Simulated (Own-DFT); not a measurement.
# Point defects and the pressure they add: C40 NbSi2

The numbers are computed, not measured, by runs of the plane-wave DFT program Own-DFT (in-house, retired, unreviewed) at fixed positions, with no spin and no spin-orbit coupling.

Common settings: PBEsol; PseudoDojo norm-conserving scalar-relativistic files, made for PBE; cutoff 42 hartree; 4 x 4 x 5 k mesh centred on Gamma; cold (Marzari-Vanderbilt) smearing of 0.2 eV.

Limits: forces on such cells failed a check on a denser k mesh; stress not checked against mesh or cutoff.

All runs share one cell, with vectors in Å (0.000, 8.324, 0.000); (-9.613, 0.000, 0.000); (0.000, 0.000, 6.586) and a volume of 527.0 Å³. Atoms were moved at random from their sites; u is the rms move along one axis. The defect's site can differ from row to row.

| cell | formula | u (Å) | P (GPa) |
|---|---|---|---|
| no defect | Nb12Si24 | 0.0179 | -2.19 |
| no defect | Nb12Si24 | 0.0187 | -2.18 |
| no defect | Nb12Si24 | 0.0537 | -1.02 |
| one Si vacancy | Nb12Si23 | 0.0273 | -2.72 |
| one Si vacancy | Nb12Si23 | 0.0466 | -1.87 |
| one Si vacancy | Nb12Si23 | 0.0489 | -1.93 |
| two Nb on a Si site each | Nb14Si22 | 0.0292 | ? |
| two Nb on a Si site each | Nb14Si22 | 0.0322 | 3.53 |
| two Nb on a Si site each | Nb14Si22 | 0.0493 | 4.47 |
| two Nb on a Si site each | Nb14Si22 | 0.0567 | 5.15 |
| two Si on a Nb site each | Nb10Si26 | 0.0285 | -1.81 |
| two Si on a Nb site each | Nb10Si26 | 0.0287 | -1.75 |
| two Si on a Nb site each | Nb10Si26 | 0.0489 | -1.01 |

## Worked fit

P = P0 + c u² + a shift for each defect gives P0 = -2.44 GPa, c = 540 ± 47 GPa/Å² and a scatter of 0.15 GPa. The shifts, and each times the cell's volume:

- two Nb on a Si site each: 5.62 ± 0.13 GPa, 18.5 eV (9.2 eV for each of its 2 sites)
- two Si on a Nb site each: 0.19 ± 0.12 GPa, 0.6 eV (0.3 eV for each of its 2 sites) (not resolved)
- one Si vacancy: -0.69 ± 0.12 GPa, -2.3 eV

Against the defect-free cell, a freed cell would be larger where the shift is positive and smaller where it is negative (160.2 GPa Å³ is 1 eV). The atoms around the defects weren't relaxed, which would change these numbers.

## Withheld run

Question: what pressure belongs in the blank (two Nb on a Si site each, u = 0.0292 Å)?

The fitted form gives 3.64 ± 0.18 GPa. The hidden result is 3.44 GPa.
